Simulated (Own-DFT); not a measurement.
# How strain changes the stress of wurtzite AlN, 128 atoms (Al64N64)

Calculated results; nothing here was measured. The program, named Own-DFT, is a retired in-house plane-wave density functional code that no person has reviewed. Each row is one single-point run on a periodic cell that was not relaxed, without spin or spin-orbit coupling.

Settings of every run: PBE; PseudoDojo norm-conserving scalar-relativistic files; cutoff 42 hartree; 3 x 3 x 3 k mesh centred on Gamma; Gaussian smearing of 0.01 eV.

Known limits: k mesh not checked against a denser one; stress not checked against mesh or cutoff.

Unstrained cell vectors in Å: (12.448, 0.000, 0.000); (-6.224, 10.780, 0.000); (0.000, 0.000, 9.964). The unstrained cell has measured lattice constants (interpolated for alloys), not those of this functional. That, the random moves and any unrelaxed bonds set the pressure at no strain. Each run strains this cell uniformly, with the atoms carried along. Every atom was also moved at random, by a Gaussian of width 0.05 Å on each axis. Strain is the symmetric tensor, in per cent. Stress is positive in tension, and the pressure is minus a third of its trace.

```
run,e_xx (%),e_yy (%),e_zz (%),e_yz (%),e_xz (%),e_xy (%),s_xx (GPa),s_yy (GPa),s_zz (GPa),s_yz (GPa),s_xz (GPa),s_xy (GPa),P (GPa),E (meV/atom)
1,-1.41,-0.90,0.83,-1.43,1.77,-0.55,-13.79,-8.89,-4.05,-3.20,4.86,-1.73,8.91,15.5
2,-0.62,0.35,0.63,-1.71,-1.34,1.20,-8.74,-3.18,-4.61,-4.27,-3.28,5.08,5.51,21.2
3,-1.88,1.01,1.64,-1.06,1.65,-1.96,-12.26,-3.20,1.98,-3.10,3.11,-7.41,4.49,15.3
4,-1.14,-0.66,0.50,-0.52,-1.70,1.17,-13.10,-9.75,-4.38,-0.79,-3.53,5.10,9.07,29.6
5,-0.15,0.27,1.19,-1.77,1.59,1.59,-4.71,-4.37,-1.69,-4.77,3.72,5.22,3.59,23.6
6,-1.89,-1.59,1.67,-1.70,0.51,0.07,-16.00,-17.94,0.20,-5.42,1.86,-0.92,11.25,52.0
7,-0.70,0.74,1.55,1.79,-0.20,-0.30,-5.51,-2.21,-0.76,4.67,-0.21,-0.86,2.83,10.3
8,1.80,-1.03,1.68,-0.85,-0.90,-1.52,1.48,-8.30,1.58,-1.61,-1.81,-6.71,1.74,23.5
9,-1.73,-1.15,-0.38,-0.17,-0.28,-1.42,-16.51,-13.19,-9.32,-0.07,0.00,-5.07,13.01,19.7
10,1.94,-1.25,0.14,0.88,0.30,1.56,2.48,-11.44,-3.89,1.71,0.81,5.65,4.28,17.1
11,1.09,-0.94,0.63,-0.07,0.02,-0.91,0.07,-8.38,-3.69,-0.58,-0.13,-3.04,4.00,0.0
12,-0.13,-0.35,-0.80,-0.39,1.95,0.22,-6.46,-8.35,-10.23,-0.60,5.20,0.69,8.35,10.9
13,0.53,-0.32,1.59,-0.22,-0.10,-1.78,-3.27,-5.07,1.30,-0.54,-0.03,-7.41,2.35,3.6
14,1.97,-0.07,0.56,1.71,1.27,1.44,3.33,-3.64,-2.56,4.22,3.15,4.81,0.96,14.4
15,-1.90,-0.73,-1.37,0.41,-0.60,1.75,-18.39,-13.05,-13.17,1.58,-1.69,6.28,14.87,32.1
16,1.95,-1.65,0.44,1.28,-1.48,1.89,?,?,?,?,?,?,?,?
```

E is the free energy for each atom above the lowest run shown.

## Worked fit

Each stress component was fitted by least squares to a constant and the strains of the runs shown, as fractions, with shears doubled. Shear strains stay in the fit of a normal stress only where such slopes are resolved. The slopes, in GPa:

| stress | at no strain | per e_xx | per e_yy | per e_zz | scatter |
|---|---|---|---|---|---|
| s_xx | -5.8 | 495 ± 20 | 167 ± 38 | 76 ± 31 | 1.05 |
| s_yy | -5.6 | 118 ± 27 | 534 ± 52 | 33 ± 42 | 1.41 |
| s_zz | -6.4 | 47 ± 16 | 13 ± 31 | 446 ± 25 | 0.85 |

Each shear stress against twice its own strain: yz 124 ± 7, xz 120 ± 5, xy 184 ± 7 GPa. These are stiffnesses along x, y and z of the frame in which the cell vectors are given, which need not be the crystal's axes. The atoms are held to the strained lattice; where symmetry lets them move under strain, relaxing them would lower some slopes. The table should be nearly symmetric about its diagonal, and what it lacks of that shows the noise. A ninth of its sum, 214 ± 6 GPa, estimates the bulk modulus near the mean pressure of these runs, 6.3 GPa, so it lies above the value at zero pressure.

## Withheld run

Question: what normal stresses and pressure should run 16 give?

The fit gives s_xx = 1.4, s_yy = -12.0, s_zz = -3.7 and P = 4.7 GPa. The calculation gave 0.27, -11.74, -2.28 and P = 4.58 GPa.
